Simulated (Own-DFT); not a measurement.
## Calculated data, GaN (wurtzite, atoms displaced)

A calculation, not a measurement: plane-wave PBE density functional theory by an unreviewed code, no spin, of a simulated periodic cell, stress positive in tension, free energy of the whole cell less one offset for each atom, forces on such cells passed a denser k mesh, this cell's mesh not checked; offsets are fitted by least squares, one for each functional and potential file, so energies compare only between cells with the same atoms and settings and are not formation energies; the far tail of each file's local potential was reset to the Coulomb form; each entry is a single point on an unrelaxed cell, so the pressure reflects the starting lattice, mostly measured values (interpolated for alloys), from which strain is counted, and rises with the displacements; printed positions are rounded, which can move forces by about a meV/angstrom; the program, named Own-DFT, is a retired in-house code; no spin-orbit coupling. Program: Own-DFT development build.

```cif
# cell vector a (Å): 12.7560 0.0000 0.0000
# cell vector b (Å): -4.7835 8.2853 0.0000
# cell vector c (Å): 0.0000 0.0000 10.3700
data_GaN
_symmetry_space_group_name_H-M 'P 1'
_symmetry_Int_Tables_number 1
_cell_length_a 12.7560
_cell_length_b 9.5670
_cell_length_c 10.3700
_cell_angle_alpha 90.000
_cell_angle_beta 90.000
_cell_angle_gamma 120.000
_cell_volume 1095.98
loop_
_atom_site_label
_atom_site_type_symbol
_atom_site_fract_x
_atom_site_fract_y
_atom_site_fract_z
_atom_site_occupancy
Ga1 Ga 0.08195 0.22423 0.00107 1
Ga2 Ga 0.16463 0.10779 0.25301 1
N1 N 0.08357 0.22244 0.19112 1
N2 N 0.16731 0.11009 0.43685 1
Ga3 Ga 0.08418 0.21924 0.49846 1
Ga4 Ga 0.16540 0.10888 0.75152 1
N3 N 0.08098 0.22242 0.68580 1
N4 N 0.16430 0.11277 0.93869 1
Ga5 Ga 0.08320 0.55889 0.99932 1
Ga6 Ga 0.16771 0.44587 0.24494 1
N5 N 0.08217 0.55273 0.18848 1
N6 N 0.16737 0.44433 0.44109 1
Ga7 Ga 0.08293 0.55600 0.49868 1
Ga8 Ga 0.16708 0.44416 0.75060 1
N7 N 0.08521 0.55827 0.68824 1
N8 N 0.17030 0.44721 0.93736 1
Ga9 Ga 0.08347 0.88757 0.99687 1
Ga10 Ga 0.16542 0.77530 0.25109 1
N9 N 0.08334 0.88544 0.18869 1
N10 N 0.16471 0.77823 0.43626 1
Ga11 Ga 0.08293 0.88974 0.49791 1
Ga12 Ga 0.16835 0.77733 0.74867 1
N11 N 0.08585 0.89414 0.68823 1
N12 N 0.16687 0.77913 0.93893 1
Ga13 Ga 0.33133 0.21961 0.99938 1
Ga14 Ga 0.41968 0.11837 0.25065 1
N13 N 0.33121 0.22198 0.18979 1
N14 N 0.41828 0.11091 0.43669 1
Ga15 Ga 0.33366 0.22306 0.50229 1
Ga16 Ga 0.41848 0.11389 0.75233 1
N15 N 0.33335 0.21991 0.68957 1
N16 N 0.41721 0.11232 0.93625 1
Ga17 Ga 0.33301 0.55442 0.99805 1
Ga18 Ga 0.41529 0.44059 0.25060 1
N17 N 0.33454 0.55837 0.19047 1
N18 N 0.41169 0.44026 0.43737 1
Ga19 Ga 0.32820 0.55285 0.49970 1
Ga20 Ga 0.41673 0.44395 0.75046 1
N19 N 0.33436 0.55854 0.68365 1
N20 N 0.41727 0.44240 0.93869 1
Ga21 Ga 0.33305 0.88635 0.99940 1
Ga22 Ga 0.41758 0.77321 0.25125 1
N21 N 0.33553 0.89366 0.18726 1
N22 N 0.41805 0.78131 0.44056 1
Ga23 Ga 0.33448 0.88949 0.49923 1
Ga24 Ga 0.41596 0.77736 0.75153 1
N23 N 0.33212 0.88824 0.69221 1
N24 N 0.41659 0.78001 0.93770 1
Ga25 Ga 0.58559 0.22455 0.00057 1
Ga26 Ga 0.66555 0.11017 0.25005 1
N25 N 0.58085 0.22132 0.18723 1
N26 N 0.66692 0.10958 0.43863 1
Ga27 Ga 0.58499 0.22290 0.50176 1
Ga28 Ga 0.66679 0.10881 0.74977 1
N27 N 0.58820 0.22568 0.68728 1
N28 N 0.66740 0.11442 0.94054 1
Ga29 Ga 0.58132 0.55519 0.00126 1
Ga30 Ga 0.66286 0.44255 0.24959 1
N29 N 0.58224 0.55635 0.19077 1
N30 N 0.66375 0.44224 0.43561 1
Ga31 Ga 0.58325 0.56063 0.49955 1
Ga32 Ga 0.66447 0.44245 0.74607 1
N31 N 0.58513 0.55374 0.68621 1
N32 N 0.67075 0.44782 0.93972 1
Ga33 Ga 0.58151 0.88614 0.00157 1
Ga34 Ga 0.67064 0.78119 0.25140 1
N33 N 0.58467 0.89351 0.18722 1
N34 N 0.66535 0.77745 0.44110 1
Ga35 Ga 0.58233 0.89079 0.50070 1
Ga36 Ga 0.66656 0.77890 0.75227 1
N35 N 0.58374 0.88853 0.68980 1
N36 N 0.66469 0.77411 0.93852 1
Ga37 Ga 0.83546 0.22581 0.00160 1
Ga38 Ga 0.91557 0.11081 0.24920 1
N37 N 0.83248 0.22326 0.18822 1
N38 N 0.91910 0.11434 0.43649 1
Ga39 Ga 0.83334 0.22185 0.49901 1
Ga40 Ga 0.91799 0.10765 0.74892 1
N39 N 0.83535 0.22635 0.68931 1
N40 N 0.91650 0.10802 0.93925 1
Ga41 Ga 0.83489 0.55520 0.00233 1
Ga42 Ga 0.91912 0.44511 0.24829 1
N41 N 0.83526 0.55776 0.18963 1
N42 N 0.91805 0.44463 0.43653 1
Ga43 Ga 0.83678 0.55640 0.49896 1
Ga44 Ga 0.91694 0.43903 0.74994 1
N43 N 0.83218 0.55514 0.68593 1
N44 N 0.91711 0.44534 0.94033 1
Ga45 Ga 0.83519 0.88833 0.00143 1
Ga46 Ga 0.91236 0.77170 0.24925 1
N45 N 0.83437 0.88790 0.18720 1
N46 N 0.91657 0.77796 0.43779 1
Ga47 Ga 0.83187 0.89160 0.50167 1
Ga48 Ga 0.91516 0.77631 0.75004 1
N47 N 0.83384 0.89256 0.68800 1
N48 N 0.91793 0.77647 0.93920 1
_calc_functional 'PBE'
_calc_potential_files 'PseudoDojo norm-conserving, scalar-relativistic, standard set with the stringent files for Ga'
_calc_wave_cutoff 96  # hartree
_calc_occupations 'Gaussian'
_calc_smearing_width 0.01  # eV
_calc_k_mesh '3 x 4 x 3 centred on Gamma'
_calc_free_energy_of_cell_above_offsets '-10.396'  # eV
_calc_pressure 5.41  # GPa
_calc_stress_xx -4.63  # GPa
_calc_stress_yy -5.74  # GPa
_calc_stress_zz -5.86  # GPa
_calc_stress_yz -0.36  # GPa
_calc_stress_xz -0.04  # GPa
_calc_stress_xy -0.19  # GPa
```

Force:
```
element  x (eV/Å)  y (eV/Å)  z (eV/Å)
     Ga     0.301    -0.119     0.109
     Ga     0.146    -0.108    -0.743
      N    -0.099    -0.078    -0.418
      N     0.031     0.086     0.538
     Ga    -0.185     0.467     0.007
     Ga    -0.133     0.653    -0.171
      N     0.733     0.047     0.356
      N     0.284    -0.141     0.082
     Ga     0.382    -0.202     0.005
     Ga     0.049    -0.223     1.032
      N      0.28     0.399    -0.357
      N    -0.705    -0.266    -0.927
     Ga     0.269    -0.024     0.177
     Ga     0.031     0.084    -0.538
      N    -0.152    -0.442     0.027
      N    -0.794     -0.26     0.237
     Ga    -0.104     0.419     0.717
     Ga     0.443     0.516     -0.52
      N    -0.541      0.16    -0.224
      N     0.525    -0.067     0.555
     Ga    -0.005    -0.093     0.323
     Ga    -0.673     0.209     0.215
      N     -0.18    -0.992    -0.116
      N     0.193    -0.154    -0.355
     Ga     0.072    -0.053     0.235
     Ga    -0.388    -1.036    -0.156
      N      0.05      -0.1     -0.43
      N    -0.255     0.202     0.618
     Ga     0.284    -0.366    -0.266
     Ga     0.268    -0.288    -0.521
      N    -0.269     0.359     0.029
      N     0.086    -0.076     0.633
     Ga      0.42     0.381     0.435
     Ga    -0.259     0.372     0.051
      N     0.213    -0.638    -0.711
      N     0.405     0.697     0.331
     Ga     0.869     0.556    -0.301
     Ga    -0.015     0.134    -0.394
      N     0.167     -0.45     1.099
      N     -0.41     0.119    -0.068
     Ga    -0.249       0.7     0.353
     Ga    -0.605     1.272     0.015
      N       0.1    -0.601     0.363
      N     0.014    -0.699    -0.301
     Ga    -0.503     0.093     0.219
     Ga     0.056     0.103    -0.402
      N     0.521     0.475    -0.704
      N     0.356    -0.601     0.141
     Ga    -0.404     0.022    -0.253
     Ga     -0.18     0.456    -0.024
      N     0.645     0.368     0.099
      N    -0.001     0.285    -0.055
     Ga     -0.24     0.042    -0.486
     Ga     0.094     0.472     0.424
      N    -0.515    -0.877     0.238
      N     0.412    -0.568    -0.313
     Ga     0.709    -0.217     0.048
     Ga     0.623     0.163    -0.051
      N    -0.051     0.231    -0.243
      N     0.346     0.488     0.498
     Ga     0.046    -1.174    -0.194
     Ga     0.706     0.501     0.811
      N    -0.812     0.483     0.323
      N    -0.638    -0.196     -0.32
     Ga     0.207     0.636    -0.352
     Ga    -0.683    -0.259    -0.105
      N     0.372    -0.845     0.423
      N     0.005     0.633    -0.473
     Ga     0.207    -0.235     0.185
     Ga     0.197    -0.387    -0.308
      N    -0.166    -0.031    -0.108
      N     0.161      0.55     0.247
     Ga    -0.122    -0.648    -0.315
     Ga      0.14     0.132    -0.029
      N     0.149    -0.141     0.182
      N    -0.317    -0.495     0.185
     Ga     0.132     0.241     0.146
     Ga    -0.581     0.766     0.359
      N     0.187     -1.23    -0.325
      N     -0.31     0.438    -0.129
     Ga    -0.289     0.152    -0.196
     Ga    -0.579    -0.171     0.299
      N    -0.322     -1.03    -0.118
      N    -0.109     -0.19     0.059
     Ga    -0.777     -0.21    -0.163
     Ga    -0.454     1.285     0.128
      N     0.476    -0.038     0.367
      N     0.323    -0.022    -0.372
     Ga     -0.31    -0.308    -0.393
     Ga     0.709     0.985     0.283
      N    -0.172      0.21     0.291
      N    -0.413     0.172     0.116
     Ga     0.549    -0.163    -0.392
     Ga     0.334     0.027    -0.188
      N     0.013    -0.764      0.17
      N    -0.318     0.029    -0.259
```
